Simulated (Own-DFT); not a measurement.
# Computed records: SiC (4H silicon carbide, atoms displaced), GaP (zincblende, atoms displaced), GaP (zincblende, strained, atoms displaced), Si₃N₄ (beta silicon nitride, strained, atoms displaced)

Computed with Own-DFT development build. A calculation, not a measurement: plane-wave PBE density functional theory by an unreviewed code, no spin, of a simulated periodic cell, stress positive in tension, free energy of the whole cell less one offset for each atom, forces on such cells passed a denser k mesh, this cell's mesh not checked; offsets are fitted by least squares, one for each functional and potential file, so energies compare only between cells with the same atoms and settings and are not formation energies; the far tail of each file's local potential was reset to the Coulomb form; each entry is a single point on an unrelaxed cell, so the pressure reflects the starting lattice, mostly measured values (interpolated for alloys), from which strain is counted, and rises with the displacements; printed positions are rounded, which can move forces by about a meV/angstrom; the program, named Own-DFT, is a retired in-house code; no spin-orbit coupling.

Common to all runs: functional PBE; potential files PseudoDojo norm-conserving, scalar-relativistic, standard set; wave cutoff 42 hartree; occupations Fermi-Dirac; smearing width 0.1 eV.

(1) SiC (4H silicon carbide, atoms displaced)

```xyz
32
Lattice="6.1654 0.0000 0.0000 -3.0827 5.3394 0.0000 0.0000 0.0000 10.0681" Properties=species:S:1:pos:R:3 SiC
Si     6.0860     0.0461     4.0999
Si    -0.0405     1.8076     1.5629
C     -0.0121     0.0932     0.9158
C      0.0391     1.7924     3.5887
Si     4.5218     2.5298     4.1290
Si    -1.4255     4.5511     1.5024
C      4.6578     2.5296     1.0046
C     -1.5991     4.5719     3.4085
Si     0.1357     5.2749     4.1889
Si     2.9046     1.7885     1.5816
C      3.2281     0.0917     1.0346
C      3.1165     1.8394     3.3985
Si     1.6491     2.5819     4.2309
Si     1.5295     4.3056     1.6256
C      1.5151     2.6916     0.7863
C      1.3204     4.2892     3.4898
Si     6.0622     0.0800     9.0400
Si     3.0991     3.4751     6.7503
C      6.0382     0.1098     6.1561
C      3.0054     3.7108     8.5168
Si     4.6965     2.4789     9.2267
Si     4.6290     0.8742     6.6667
C      4.5519     2.7217     5.9360
C      4.7566     0.9853     8.4778
Si     3.0195     0.0139     9.1027
Si     0.0825     3.5786     6.6395
C      2.9893     0.0413     6.1348
C     -0.1287     3.6639     8.7196
Si     1.4562     2.7273     8.9708
Si     1.5307     1.0980     6.6315
C      1.6331     2.7955     6.0837
C      1.4823     0.7079     8.3576
```

* hardware: one NVIDIA H100
* k mesh: 5 x 5 x 3 centred on Gamma
* free energy of cell above offsets: 4.096 eV
* pressure: 9.31 GPa
* stress xx: -9.15 GPa
* stress yy: -10.84 GPa
* stress zz: -7.93 GPa
* stress yz: -2.66 GPa
* stress xz: 0.12 GPa
* stress xy: 4.44 GPa
* wall time: 117.3 s

Force:
```
element  x (eV/Å)  y (eV/Å)  z (eV/Å)
     Si     0.897    -1.566     0.869
     Si     2.083    -1.163     1.836
      C     0.624     -2.27    -0.037
      C    -0.935     0.274    -1.191
     Si     3.696     4.525    -1.068
     Si    -2.286    -1.404     1.066
      C    -3.081     3.344    -0.657
      C     0.752    -1.508     1.548
     Si    -6.019     2.041     0.052
     Si     3.346     0.596    -0.712
      C    -1.829    -1.476    -2.383
      C    -2.029    -2.401     1.624
     Si    -2.035     0.871    -1.735
     Si     0.915     3.107    -0.872
      C    -0.604    -1.137     1.588
      C     5.284    -0.745    -0.568
     Si     3.522    -2.235     3.277
     Si     2.153     4.382    -0.931
      C     4.335    -2.578    -3.839
      C     0.309    -4.156     0.939
     Si    -2.114     6.243      1.65
     Si    -3.003     2.722    -0.465
      C     1.535    -1.164     2.106
      C    -5.111    -2.122    -1.745
     Si     1.245     2.511     2.019
     Si    -3.817     1.005     0.741
      C     1.955      0.07    -1.947
      C     1.426    -3.509    -3.767
     Si     1.174    -0.678     1.969
     Si    -1.456    -4.523    -0.969
      C    -1.663    -1.037    -1.282
      C     0.732     3.982     2.883
```

(2) GaP (zincblende, atoms displaced)

```xyz
64
Lattice="10.9010 0.0000 0.0000 0.0000 10.9010 0.0000 0.0000 0.0000 10.9010" Properties=species:S:1:pos:R:3 GaP
Ga     0.0404     0.0065    10.8588
Ga    10.8469     2.6717     2.7943
Ga     2.8145    10.8837     2.7729
Ga     2.6545     2.5886     0.2442
P      1.3267     1.5292     1.5379
P      1.4163     4.1620     3.9282
P      4.0337     1.1989     4.1046
P      4.0258     4.2979     1.3195
Ga    10.7116     0.0362     5.4297
Ga    10.6933     2.6802     8.3354
Ga     2.6394    10.8812     7.9326
Ga     2.8229     2.8265     5.6502
P      1.2844     1.3069     7.0141
P      1.3865     4.1029     9.2712
P      3.9644     1.3627     9.4710
P      4.1888     4.0762     6.5686
Ga    10.8695     5.4918    10.7728
Ga    10.8444     8.2554     2.5786
Ga     2.6706     5.2840     2.5890
Ga     2.6644     8.0080    10.8050
P      1.4018     6.7368     1.3658
P      1.4542     9.6923     4.0899
P      4.1833     6.9959     3.9987
P      4.1132     9.4228     1.3185
Ga    10.8170     5.4324     5.6534
Ga    10.8741     8.2465     8.1895
Ga     2.6397     5.3366     8.2472
Ga     2.8047     8.0733     5.4730
P      1.3116     6.7866     6.8149
P      1.4056     9.5776     9.5668
P      3.9231     6.8304     9.6494
P      4.0126     9.6448     6.9032
Ga     5.2920     0.0676    10.6880
Ga     5.3318     2.7262     2.8102
Ga     8.1793     0.1030     2.5689
Ga     8.1819     2.8086     0.0251
P      6.8077     1.2817     1.3692
P      6.9249     4.0826     4.2385
P      9.6492     1.4153     4.0022
P      9.5091     4.0130     1.2401
Ga     5.5320    10.7809     5.6000
Ga     5.4145     2.8322     8.2074
Ga     8.2295     0.0679     8.0443
Ga     8.3057     2.8451     5.4870
P      6.8347     1.4616     6.8231
P      6.7529     4.0698     9.3862
P      9.5193     1.3445     9.3911
P      9.4971     4.0024     6.7996
Ga     5.4660     5.5299     0.1352
Ga     5.2969     8.1067     2.6802
Ga     8.1655     5.5504     2.7798
Ga     8.4635     8.0393     0.0092
P      6.8319     6.6688     1.5402
P      6.6986     9.6946     4.0935
P      9.4462     6.9998     4.1014
P      9.6007     9.4686     1.3501
Ga     5.3135     5.3939     5.5388
Ga     5.4658     8.1055     8.2374
Ga     8.3624     5.4121     8.0927
Ga     8.1888     7.9034     5.2474
P      6.7418     6.7782     6.8003
P      6.8086     9.3599     9.4207
P      9.5804     7.0152     9.4655
P      9.7480     9.6505     6.5940
```

* hardware: one NVIDIA H100
* k mesh: 3 x 3 x 3 centred on Gamma
* free energy of cell above offsets: -19.740 eV
* pressure: 6.57 GPa
* stress xx: -7.06 GPa
* stress yy: -6.35 GPa
* stress zz: -6.29 GPa
* stress yz: 0.83 GPa
* stress xz: 2.17 GPa
* stress xy: -1.26 GPa
* wall time: 575 s

Force:
```
element  x (eV/Å)  y (eV/Å)  z (eV/Å)
     Ga     0.003      0.69     0.405
     Ga     0.797     2.938    -0.897
     Ga     -0.53    -0.619    -1.728
     Ga     1.479     1.988    -2.608
      P    -0.294    -3.299    -0.544
      P    -1.707    -1.262     3.114
      P     1.254      2.05     1.782
      P     1.549    -3.587    -0.694
     Ga     4.568      2.94     -2.74
     Ga     2.931     1.772    -2.191
     Ga     0.013    -0.099     3.308
     Ga    -3.263    -3.173    -2.808
      P    -1.673     2.647    -2.684
      P    -2.848    -2.914     4.133
      P    -0.715     1.094    -0.369
      P    -1.195    -0.511      5.44
     Ga     0.765    -0.451     0.137
     Ga     2.623    -1.114     2.385
     Ga     0.003     3.005     1.426
     Ga    -1.583     2.829     2.317
      P    -1.495     0.508    -0.312
      P    -1.445    -1.724     0.484
      P    -2.542    -4.143     2.607
      P    -1.079     1.209    -1.327
     Ga     0.688      0.35     -2.39
     Ga     1.429     1.426    -1.279
     Ga     2.859     2.762    -2.786
     Ga    -0.782     1.369    -0.204
      P     0.787     0.449     0.695
      P     0.168    -0.393    -0.563
      P     3.069    -2.418    -2.661
      P     1.902    -2.931    -1.156
     Ga     1.732    -1.724     1.195
     Ga     0.732     0.032    -0.005
     Ga     0.555    -1.406      1.81
     Ga    -1.758    -1.785    -1.398
      P    -1.578     1.848    -1.781
      P    -1.408     0.656    -1.454
      P    -2.729    -0.897     1.374
      P     1.208     1.929     1.617
     Ga     -0.73     1.543     0.004
     Ga    -0.852    -1.472    -1.061
     Ga    -0.627     -1.62    -0.429
     Ga    -1.612    -2.589    -1.536
      P    -0.182    -0.093    -0.205
      P     1.471     1.871     2.225
      P    -1.732    -1.567     3.727
      P     2.035     0.611     1.355
     Ga     0.364    -0.134    -1.947
     Ga     3.379     2.449     -1.31
     Ga     1.307    -2.323     1.113
     Ga    -3.881     1.444     1.582
      P    -0.462     2.556    -2.019
      P     1.819      -2.1    -1.334
      P     5.742    -4.573    -4.179
      P    -1.321     2.431    -1.181
     Ga     3.347     3.475    -3.405
     Ga    -1.518    -0.316     -0.72
     Ga    -2.091     1.198     0.882
     Ga    -5.505     5.456     4.692
      P     0.759    -0.362    -0.018
      P     1.624     2.019      1.67
      P     0.545    -3.515    -1.377
      P     -4.37    -4.428     3.824
```

(3) GaP (zincblende, strained, atoms displaced)

```xyz
64
Lattice="10.8620 0.0000 0.0000 0.0000 10.8620 0.0000 0.0000 0.0000 10.9439" Properties=species:S:1:pos:R:3 GaP
Ga     0.0569    10.7484    10.9058
Ga     0.0436     2.6962     2.7368
Ga     2.6883     0.0345     2.7244
Ga     2.7129     2.6770     0.1239
P      1.3399     1.3605     1.4937
P      1.4260     4.0824     4.1020
P      4.0911     1.4491     4.1990
P      4.2113     4.0124     1.4536
Ga     0.0408    10.7463     5.4833
Ga     0.0118     2.7076     8.1603
Ga     2.6877     0.0625     8.2764
Ga     2.7341     2.6887     5.5414
P      1.3895     1.4253     6.9152
P      1.5529     4.0874     9.4521
P      4.1040     1.5033     9.6112
P      3.9855     4.1125     6.8948
Ga    10.8462     5.5082    10.8736
Ga    10.8167     8.0719     2.8351
Ga     2.7468     5.4448     2.6580
Ga     2.7468     8.0790     0.1767
P      1.3329     6.7508     1.3964
P      1.2942     9.5200     4.1547
P      3.9416     6.7390     4.1208
P      4.1557     9.5867     1.5838
Ga     0.0254     5.3470     5.4693
Ga     0.1529     8.1695     8.4248
Ga     2.6086     5.3868     8.2415
Ga     2.7636     8.2507     5.5387
P      1.5316     6.7761     6.9384
P      1.3111     9.5899     9.6151
P      3.9325     6.8336     9.5738
P      4.1457     9.5511     6.6675
Ga     5.3627    10.7335     0.0791
Ga     5.3712     2.6317     2.7660
Ga     8.1830     0.1915     2.7644
Ga     8.1466     2.8047    10.8887
P      6.7658     1.4078     1.2974
P      6.8615     4.2049     4.0888
P      9.5893     1.3051     4.2032
P      9.5238     4.0555     1.3859
Ga     5.3576    10.7359     5.4471
Ga     5.3292     2.6731     8.1176
Ga     8.1503     0.0237     8.2904
Ga     8.1834     2.6816     5.3942
P      6.9034     1.3966     6.7771
P      6.7710     3.9592     9.6010
P      9.6030     1.3370     9.5546
P      9.4995     4.1094     6.9306
Ga     5.4136     5.5225    10.8135
Ga     5.3977     8.2403     2.7916
Ga     8.1308     5.3186     2.7458
Ga     8.2830     8.0856     0.0329
P      6.6896     6.8076     1.3512
P      6.7264     9.5276     4.0905
P      9.5551     6.7047     4.2660
P      9.4684     9.5539     1.4212
Ga     5.5265     5.4252     5.4169
Ga     5.4286     8.2184     8.0981
Ga     8.0675     5.4447     8.1782
Ga     8.2365     8.1953     5.5089
P      6.7682     6.8406     6.8867
P      6.8306     9.4669     9.6641
P      9.5970     6.8701     9.6041
P      9.5005     9.3189     6.8521
```

- hardware: one NVIDIA H100
- k mesh: 3 x 3 x 3 centred on Gamma
- free energy of cell above offsets: -29.895 eV
- pressure: 4.27 GPa
- stress xx: -4.4 GPa
- stress yy: -4.38 GPa
- stress zz: -4.03 GPa
- stress yz: 0.55 GPa
- stress xz: 0.9 GPa
- stress xy: 0.42 GPa
- wall time: 525.7 s

Force:
```
element  x (eV/Å)  y (eV/Å)  z (eV/Å)
     Ga    -1.469     1.828     1.875
     Ga    -0.573     0.622     1.017
     Ga     0.155     0.184     1.578
     Ga     0.222     0.839    -0.166
      P    -0.077    -0.613    -1.886
      P    -0.177    -0.384      -0.1
      P    -0.333    -1.476    -0.255
      P    -1.234      1.27    -1.329
     Ga    -0.641      0.79     1.731
     Ga      0.02      0.67     0.819
     Ga     0.916     0.123     -0.22
     Ga    -0.306     0.775     -0.16
      P    -0.411    -1.336    -1.126
      P    -3.294    -2.333     3.308
      P    -0.368    -2.224      0.62
      P     1.269     0.224     -0.85
     Ga      0.87    -1.433     0.308
     Ga    -0.117     0.344    -0.293
     Ga     0.095     -0.85     0.217
     Ga      0.03      1.22    -0.311
      P    -0.448     0.252     0.207
      P     1.415    -0.792    -1.021
      P     1.317     0.907      0.18
      P    -1.831    -0.437    -1.548
     Ga     0.834     0.154     1.146
     Ga    -0.544     -0.88    -2.425
     Ga     2.614     1.652    -1.022
     Ga    -0.981    -1.321    -0.894
      P    -1.963     1.153    -1.092
      P     2.947    -0.934     0.162
      P     0.983     0.244    -0.566
      P    -1.782    -0.501     3.655
     Ga      0.79     1.322    -1.041
     Ga     1.547     0.447     0.337
     Ga    -0.769    -0.827    -0.295
     Ga     0.926    -1.219     0.635
      P     0.195    -0.268     0.463
      P     -0.99      -2.8     0.574
      P     0.162     0.637    -0.623
      P     0.354     0.149    -0.528
     Ga     2.233     2.974    -1.225
     Ga     1.267     0.394     -0.35
     Ga      0.12    -0.411     -0.72
     Ga     0.199      1.15     0.421
      P    -1.501    -0.973     0.525
      P    -0.798      1.67    -1.367
      P    -0.399     0.367     0.722
      P    -0.025     -0.36    -0.953
     Ga     0.022    -0.795     0.563
     Ga     0.398    -2.163     0.659
     Ga     0.912     2.119    -1.059
     Ga    -1.238     0.435     0.738
      P     1.057      0.04     0.326
      P     1.846      0.09     0.132
      P    -1.009     0.363    -1.466
      P     0.547    -0.369     0.273
     Ga     -1.38     0.591     0.939
     Ga    -0.299     0.033     1.364
     Ga     0.307    -0.105     0.981
     Ga    -1.721     -1.04    -1.129
      P     0.247    -0.284    -0.977
      P    -0.434    -0.037    -0.557
      P     -1.16    -1.001    -0.774
      P     1.459     2.134     1.852
```

(4) Si₃N₄ (beta silicon nitride, strained, atoms displaced)

```xyz
42
Lattice="7.6568 0.1212 -0.1286 -3.7234 6.5436 0.1518 -0.1476 0.1159 8.8310" Properties=species:S:1:pos:R:3 Si3N4
Si    -1.5018     5.0852     0.8442
Si     0.2075     2.6039     0.8728
Si     1.5189     5.4864     0.7620
Si     5.4832     1.5519     2.1047
Si     3.6088     3.9805     2.1657
Si     2.4208     1.2106     2.2197
N      2.4040     0.2121     0.6752
N      6.3215     2.1271     0.6291
N      2.8549     4.4367     0.6928
N      1.5858     6.4488     2.2504
N     -2.3887     4.7001     2.2567
N      1.0871     2.2988     2.2908
N      0.0732     4.4047     0.7717
N      3.9435     2.2670     2.1627
Si    -1.5940     5.1146     3.7601
Si     0.1839     2.7225     3.7675
Si     1.4966     5.4990     3.7939
Si     5.4271     1.6779     5.0702
Si     3.6009     4.1526     5.1161
Si     2.3894     1.2648     5.1627
N      2.4352     0.2926     3.6145
N      6.2025     2.1440     3.6707
N      2.7316     4.5584     3.7277
N      1.3645     6.5122     5.1797
N     -2.3851     4.5803     5.2232
N      0.9925     2.2367     5.1558
N     -0.0620     4.4605     3.7503
N      3.7595     2.4144     5.1747
Si    -1.5722     5.1394     6.7945
Si     0.1299     2.7610     6.6590
Si     1.4165     5.6815     6.7693
Si     5.3547     1.6485     7.9830
Si     3.4658     4.0296     8.0577
Si     2.2439     1.2193     8.0394
N      2.3991     0.3331     6.6387
N      6.1914     2.2064     6.5285
N      2.7710     4.5717     6.6732
N      1.3225     6.4932     8.1403
N     -2.5226     4.6610     8.2011
N      0.9607     2.2594     8.1423
N     -0.0165     4.4026     6.7382
N      3.6965     2.4381     8.0829
```

- k mesh: 3 x 3 x 3 centred on Gamma
- free energy of cell above offsets: -2.972 eV
- pressure: 3 GPa
- stress xx: -1.63 GPa
- stress yy: -6.44 GPa
- stress zz: -0.95 GPa
- stress yz: 4.19 GPa
- stress xz: -4.51 GPa
- stress xy: 8.96 GPa

Force:
```
element  x (eV/Å)  y (eV/Å)  z (eV/Å)
     Si    -0.878    -1.771    -1.146
     Si     2.161     2.881    -3.073
     Si    -2.197    -1.715       1.8
     Si     0.398     2.618     0.857
     Si     2.167     0.296     0.595
     Si     2.059     0.463    -2.031
      N     0.302     2.093     1.551
      N    -1.703    -2.275     0.476
      N    -0.251     0.443     0.546
      N    -0.208    -2.143    -0.169
      N    -2.316    -1.057     1.562
      N    -0.528    -0.613     0.647
      N     1.179    -0.236     0.466
      N    -3.045     0.188     0.185
     Si    -0.712     0.179    -0.006
     Si    -1.053     1.136     -1.06
     Si    -7.012     2.787    -1.483
     Si    -2.907     1.002     0.596
     Si     1.199    -1.781     2.502
     Si     1.983     0.482    -1.129
      N    -0.592    -0.018     2.416
      N      2.06    -0.203    -2.841
      N     5.304    -3.542    -2.089
      N     0.688    -0.057     1.765
      N    -0.852     1.505     0.903
      N    -0.663    -0.017     1.898
      N     3.588    -0.472     0.024
      N     0.378    -1.556    -0.536
     Si    -1.297    -1.527    -0.811
     Si     1.291    -1.225     0.495
     Si    -1.329    -5.107     -5.25
     Si    -1.588      3.53     0.503
     Si     2.968     2.058     1.532
     Si      2.86     2.213     2.023
      N    -0.325    -1.377     -1.78
      N     0.001    -1.516     0.669
      N     -1.25     1.873    -2.976
      N     0.564     3.054     2.416
      N     0.149     0.699     0.117
      N    -2.654     0.939     0.249
      N     0.928     3.858    -0.186
      N     1.134     -6.09    -0.226
```
